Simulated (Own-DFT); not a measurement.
# Computed records: SiC (2H silicon carbide, atoms displaced)

Computed with Own-DFT development build. A calculation, not a measurement: plane-wave PBE density functional theory by an unreviewed code, no spin, of a simulated periodic cell, stress positive in tension, free energy of the whole cell less one offset for each atom, forces on such cells passed a denser k mesh, this cell's mesh not checked; offsets are fitted by least squares, one for each functional and potential file, so energies compare only between cells with the same atoms and settings and are not formation energies; the far tail of each file's local potential was reset to the Coulomb form; each entry is a single point on an unrelaxed cell, so the pressure reflects the starting lattice, mostly measured values (interpolated for alloys), from which strain is counted, and rises with the displacements; printed positions are rounded, which can move forces by about a meV/angstrom; the program, named Own-DFT, is a retired in-house code; no spin-orbit coupling.

Settings shared by all entries: functional PBE; potential files PseudoDojo norm-conserving, scalar-relativistic, standard set; wave cutoff 42 hartree; occupations Fermi-Dirac; smearing width 0.1 eV; hardware one NVIDIA H100; k mesh 5 x 5 x 3 centred on Gamma.

(1) SiC (2H silicon carbide, atoms displaced)

```
SiC
1.0
      6.1654     0.0000     0.0000
     -3.0827     5.3394     0.0000
      0.0000     0.0000    10.0681
Si C Si C Si C Si C Si C Si C Si C Si C
2 2 2 2 2 2 2 2 2 2 2 2 2 2 2 2
Direct
  0.00188 0.99640 0.00085
  0.16948 0.31829 0.24775
  0.97904 0.98981 0.18903
  0.16171 0.32507 0.44023
  0.00624 0.99970 0.50122
  0.15730 0.32281 0.74867
  0.99786 0.99170 0.69387
  0.16335 0.34079 0.93411
  0.99375 0.49706 0.99841
  0.18279 0.81142 0.24753
  0.00801 0.50511 0.20235
  0.17949 0.85118 0.43645
  0.99775 0.50090 0.49431
  0.17354 0.82981 0.74708
  0.00478 0.50854 0.68660
  0.16852 0.83803 0.92969
  0.50523 0.00090 0.99447
  0.64957 0.32309 0.23663
  0.49917 0.00204 0.18726
  0.65988 0.32333 0.43466
  0.49802 0.00714 0.50325
  0.67921 0.32174 0.75424
  0.51599 0.02403 0.69178
  0.68600 0.33298 0.93429
  0.47759 0.48977 0.99869
  0.67654 0.83639 0.24655
  0.48514 0.48758 0.18269
  0.67455 0.85171 0.44776
  0.50465 0.49521 0.50577
  0.65820 0.83062 0.74330
  0.48957 0.49865 0.69569
  0.66589 0.83985 0.94403
```

Results for SiC (2H silicon carbide, atoms displaced): free energy of cell above offsets -2.071 eV; pressure 5.82 GPa; stress xx -5.51 GPa; stress yy -7.74 GPa; stress zz -4.21 GPa; stress yz -1.9 GPa; stress xz 0.67 GPa; stress xy -2.22 GPa; wall time 120.3 s.

Force:
```csv
element,x (eV/Å),y (eV/Å),z (eV/Å)
Si,-0.93,0.286,-0.471
Si,-1.832,-0.075,1.648
C,4.44,0.906,-1.361
C,0.774,1.302,-0.454
Si,-0.805,0.332,0.523
Si,0.117,0.794,-0.198
C,0.006,0.043,-1.242
C,-0.143,-1.619,0.69
Si,1.619,1.802,1.201
Si,-2.911,3.988,1.73
C,-0.623,-3.899,-3.398
C,-0.029,-2.262,-0.039
Si,0.326,0.012,0.233
Si,-0.763,1.13,0.145
C,0.431,-1.321,-0.717
C,0.433,-0.412,1.946
Si,-0.913,-0.049,0.788
Si,1.467,1.505,2.859
C,1.021,-1.173,-1.478
C,-0.176,1.754,-0.404
Si,1.032,-0.03,-0.073
Si,-1.77,4.321,-0.352
C,-0.581,-4.053,-1.54
C,-3.167,-0.489,1.381
Si,2.296,1.666,-1.023
Si,-2.836,-1.57,2.048
C,0.833,1.157,0.258
C,0.28,-2.337,-1.563
Si,-1.072,0.666,-0.611
Si,0.959,0.149,1.891
C,1.509,-0.82,-0.81
C,1.007,-1.703,-1.606
```

(2) SiC (2H silicon carbide, atoms displaced)

```
SiC
1.0
      6.1654     0.0000     0.0000
     -3.0827     5.3394     0.0000
      0.0000     0.0000    10.0681
Si C Si C Si C Si C Si C Si C Si C Si C
2 2 2 2 2 2 2 2 2 2 2 2 2 2 2 2
Direct
  0.00422 0.00899 0.99428
  0.16742 0.31668 0.24463
  0.01233 0.99624 0.18842
  0.16019 0.31867 0.44002
  0.00385 0.00903 0.50737
  0.16970 0.35798 0.76622
  0.02692 0.00923 0.69177
  0.16893 0.33983 0.94156
  0.98199 0.48391 0.00021
  0.16444 0.82835 0.24005
  0.01245 0.49524 0.19025
  0.15874 0.84251 0.43837
  0.00050 0.50459 0.49927
  0.15302 0.83099 0.75221
  0.99955 0.49815 0.69359
  0.16078 0.84704 0.93945
  0.49804 0.98404 0.00175
  0.67157 0.34148 0.25270
  0.49812 0.00663 0.18436
  0.66861 0.34536 0.43224
  0.49163 0.98552 0.50067
  0.65263 0.33011 0.75422
  0.48838 0.00508 0.67908
  0.66036 0.32215 0.95276
  0.51163 0.50854 0.99703
  0.65743 0.84017 0.23900
  0.50250 0.51088 0.19077
  0.65496 0.81273 0.43940
  0.50714 0.50036 0.49622
  0.67957 0.83811 0.75632
  0.49194 0.50790 0.68414
  0.66949 0.84442 0.93635
```

The calculation gives: free energy of cell above offsets -2.126 eV; pressure 5.46 GPa; stress xx -4.59 GPa; stress yy -5.14 GPa; stress zz -6.64 GPa; stress yz 0.06 GPa; stress xz -0.08 GPa; stress xy 2.97 GPa; wall time 130 s.

Force:
```csv
element,x (eV/Å),y (eV/Å),z (eV/Å)
Si,-0.111,-0.033,1.848
Si,-0.25,1.613,2.034
C,-2.671,-0.33,-2.058
C,-0.288,2.277,-0.904
Si,-0.613,-1.701,-0.732
Si,1.529,-1.832,-3.948
C,-4.061,1.185,0.519
C,0.166,0.65,1.069
Si,1.382,2.594,1.236
Si,0.812,-0.375,2.582
C,-1.354,-0.516,-0.91
C,1.403,-1.06,-0.795
Si,0.396,-0.29,-0.121
Si,2.738,-0.188,0.013
C,-1.792,0.141,-0.326
C,1.874,-2.379,-0.323
Si,-2.634,1.434,-0.088
Si,0.178,0.215,-1.099
C,0.233,0.099,0.486
C,1.377,-1.965,1.569
Si,-0.179,1.108,-1.641
Si,0.382,0.054,-0.907
C,1.448,-0.494,3.299
C,-0.877,-0.11,-2.825
Si,-0.86,-0.63,1.752
Si,1.917,-0.182,2.897
C,0.594,-0.911,-1.602
C,-0.168,3.487,-1.057
Si,-1.798,-1.481,0.76
Si,-1.076,0.674,-3.425
C,1.114,0.174,2.063
C,1.19,-1.226,0.632
```

(3) SiC (2H silicon carbide, atoms displaced)

```
SiC
1.0
      6.1654     0.0000     0.0000
     -3.0827     5.3394     0.0000
      0.0000     0.0000    10.0681
Si C Si C Si C Si C Si C Si C Si C Si C
2 2 2 2 2 2 2 2 2 2 2 2 2 2 2 2
Direct
  0.00256 0.99264 0.00666
  0.18960 0.33755 0.25294
  0.99476 0.99884 0.18345
  0.17551 0.33283 0.44663
  0.01785 0.01539 0.49445
  0.16252 0.32193 0.75636
  0.00305 0.00805 0.69496
  0.17895 0.33659 0.94097
  0.00860 0.51030 0.00967
  0.15494 0.83135 0.24152
  0.99190 0.49157 0.19494
  0.15219 0.81959 0.43627
  0.01897 0.51013 0.49384
  0.18565 0.84682 0.75918
  0.99551 0.50551 0.68851
  0.16789 0.85637 0.92785
  0.50868 0.99708 0.99259
  0.66106 0.32526 0.25086
  0.51168 0.99919 0.19065
  0.68432 0.34671 0.44008
  0.49733 0.99135 0.50133
  0.67621 0.36008 0.75770
  0.47832 0.97629 0.69874
  0.64404 0.31078 0.93654
  0.49162 0.50354 0.00729
  0.68194 0.84848 0.25090
  0.52469 0.48805 0.18518
  0.68299 0.83830 0.42733
  0.48929 0.51275 0.50014
  0.67130 0.85575 0.75058
  0.48928 0.50167 0.69253
  0.66923 0.82891 0.93849
```

Results for SiC (2H silicon carbide, atoms displaced): free energy of cell above offsets -0.285 eV; pressure 7.19 GPa; stress xx -7 GPa; stress yy -5.3 GPa; stress zz -9.27 GPa; stress yz 1.48 GPa; stress xz 0.04 GPa; stress xy -0.56 GPa; wall time 126.4 s.

Force:
```csv
element,x (eV/Å),y (eV/Å),z (eV/Å)
Si,-1.48,1.82,-2.523
Si,-1.148,0.064,-0.508
C,1.437,1.147,1.666
C,-0.766,1.02,-3.097
Si,-0.689,-3.007,2.63
Si,-1.052,2.705,-0.517
C,0.365,-1.184,-1.871
C,-2.383,-0.453,1.166
Si,-0.629,-1.319,-2.424
Si,2.043,-0.213,1.734
C,1.834,0.721,-0.646
C,1.431,3.269,-1.191
Si,-2.381,-1.984,2.69
Si,-4.372,-3.025,-3.312
C,1.334,0.11,0.328
C,1.808,-2.408,5.458
Si,-0.98,-0.442,1.68
Si,2.353,-0.806,1.796
C,-1.985,-0.895,-1.458
C,-1.693,-1.662,0.014
Si,-0.037,1.459,-0.041
Si,-0.299,-1.662,-1.789
C,2.696,4.481,-3.39
C,1.222,3.831,1.228
Si,2.318,-0.82,-1.982
Si,-0.638,-2.184,-1.079
C,-4.155,2.461,0.886
C,-1.261,0.348,2.933
Si,4.63,0.088,1.489
Si,1.505,-2.876,0.443
C,0.691,1.142,-0.741
C,0.283,0.276,0.429
```

(4) SiC (2H silicon carbide, atoms displaced)

```
SiC
1.0
      6.1654     0.0000     0.0000
     -3.0827     5.3394     0.0000
      0.0000     0.0000    10.0681
Si C Si C Si C Si C Si C Si C Si C Si C
2 2 2 2 2 2 2 2 2 2 2 2 2 2 2 2
Direct
  0.99567 0.99614 0.99880
  0.15089 0.33382 0.25029
  0.01070 0.00472 0.18386
  0.15985 0.33429 0.44129
  0.01855 0.99730 0.49383
  0.15394 0.31462 0.75480
  0.99734 0.99092 0.67980
  0.17753 0.34335 0.93221
  0.00735 0.50871 0.00791
  0.17774 0.83172 0.25159
  0.02032 0.50788 0.19346
  0.17893 0.84347 0.44274
  0.00304 0.50740 0.49668
  0.18251 0.84378 0.75731
  0.00982 0.49352 0.68307
  0.13706 0.82818 0.93864
  0.49798 0.00405 0.00377
  0.66518 0.32996 0.24842
  0.48686 0.98251 0.19634
  0.66737 0.35096 0.44144
  0.51820 0.01347 0.50481
  0.67620 0.33358 0.75463
  0.50931 0.02086 0.69067
  0.68161 0.34483 0.93223
  0.51498 0.51551 0.99972
  0.66536 0.85225 0.25675
  0.50412 0.51013 0.18594
  0.66034 0.82951 0.42453
  0.49439 0.47627 0.51045
  0.67639 0.83084 0.74922
  0.51072 0.50294 0.67710
  0.68084 0.83674 0.93612
```

Results for SiC (2H silicon carbide, atoms displaced): free energy of cell above offsets -1.066 eV; pressure 6.66 GPa; stress xx -5.17 GPa; stress yy -2.96 GPa; stress zz -11.86 GPa; stress yz -0.65 GPa; stress xz 0.62 GPa; stress xy 2.11 GPa; wall time 118.8 s.

Force:
```csv
element,x (eV/Å),y (eV/Å),z (eV/Å)
Si,-0.305,2.666,1.069
Si,4.794,-1,0.957
C,-1.073,-0.304,0.982
C,0.977,-0.491,-1.029
Si,-3.89,0.6,0.425
Si,0.831,1.671,-2.787
C,0.917,0.235,1.445
C,-0.212,-0.387,2.289
Si,0.421,-1.007,-1.711
Si,-3.101,0.458,1.47
C,-3.584,-0.378,-1.262
C,1.637,-0.862,-1.455
Si,0.268,-0.178,1.311
Si,-1.089,-1.75,-2.287
C,-0.686,1.071,1.411
C,4.098,0.426,0.33
Si,0.102,-0.212,-0.859
Si,-1.135,1.268,0.723
C,0.824,3.624,-2.79
C,2.507,-2.092,-1.774
Si,0.035,-0.735,-0.915
Si,0.193,2.124,-2.18
C,1.131,-2.422,0.379
C,-0.632,-0.962,3.147
Si,-0.394,-1.555,0.099
Si,3.166,-2.638,-3.397
C,0.114,-0.443,0.37
C,0.964,0.297,5.98
Si,-2.772,3.02,-4.641
Si,-1.027,0.009,-1.003
C,-0.524,-0.46,5.908
C,-2.556,0.408,-0.205
```

(5) SiC (2H silicon carbide, atoms displaced)

```
SiC
1.0
      6.1654     0.0000     0.0000
     -3.0827     5.3394     0.0000
      0.0000     0.0000    10.0681
Si C Si C Si C Si C Si C Si C Si C Si C
2 2 2 2 2 2 2 2 2 2 2 2 2 2 2 2
Direct
  0.99649 0.00375 0.00770
  0.14632 0.34429 0.24695
  0.99305 0.99292 0.19209
  0.16246 0.32732 0.43830
  0.99873 0.99762 0.50649
  0.17974 0.32535 0.75992
  0.99062 0.98959 0.68372
  0.16641 0.33380 0.93195
  0.98927 0.49062 0.99992
  0.15990 0.82573 0.24612
  0.99693 0.50097 0.19088
  0.13941 0.83378 0.44354
  0.99875 0.50579 0.49881
  0.16318 0.82255 0.74221
  0.99288 0.47054 0.68507
  0.17093 0.84781 0.92860
  0.50828 0.01377 0.00041
  0.65435 0.30844 0.25153
  0.48704 0.97927 0.19550
  0.66622 0.34066 0.43944
  0.50634 0.98592 0.50196
  0.65642 0.33234 0.74803
  0.51571 0.02182 0.69410
  0.67668 0.33805 0.93635
  0.49186 0.49607 0.00316
  0.67510 0.84363 0.24919
  0.48081 0.48876 0.17926
  0.67152 0.82846 0.42733
  0.49246 0.50599 0.49860
  0.67152 0.83468 0.74990
  0.51079 0.50920 0.69258
  0.68315 0.82311 0.94702
```

Results for SiC (2H silicon carbide, atoms displaced): free energy of cell above offsets -1.676 eV; pressure 5.7 GPa; stress xx -4.92 GPa; stress yy -4.05 GPa; stress zz -8.12 GPa; stress yz -0.17 GPa; stress xz -0.16 GPa; stress xy -0.12 GPa; wall time 114.2 s.

Force:
```csv
element,x (eV/Å),y (eV/Å),z (eV/Å)
Si,1.864,-0.178,-1.394
Si,4.668,-2.187,1.587
C,0.471,1.718,-0.759
C,-0.911,1.048,-0.416
Si,-1.705,1.295,-1.538
Si,-1.828,-0.135,-3.91
C,1.348,0.763,1.72
C,-0.341,-0.214,3.537
Si,1.378,2.562,-0.77
Si,-1.082,0.804,2.188
C,-2.54,-0.483,-1.769
C,4.553,-0.743,-1.626
Si,0.107,-1.402,0.516
Si,0.119,-0.236,0.439
C,0.015,2.109,0.777
C,0.558,-0.977,2.214
Si,0.117,-2.352,-0.504
Si,-1.884,2.335,0.414
C,0.104,1.544,-1.783
C,-0.01,-1.58,-0.184
Si,-2.019,1.962,-0.348
Si,2.454,1.85,0.799
C,-0.376,-4.381,-1.669
C,-1.816,-0.511,0.248
Si,0.935,0.03,-1.252
Si,-0.428,-3.296,-1.016
C,0.821,0.226,2.989
C,-0.811,0.354,2.781
Si,1.125,-1.122,-0.142
Si,-0.422,0.745,1.827
C,-1.4,-0.533,-1.196
C,-3.065,0.987,-1.762
```
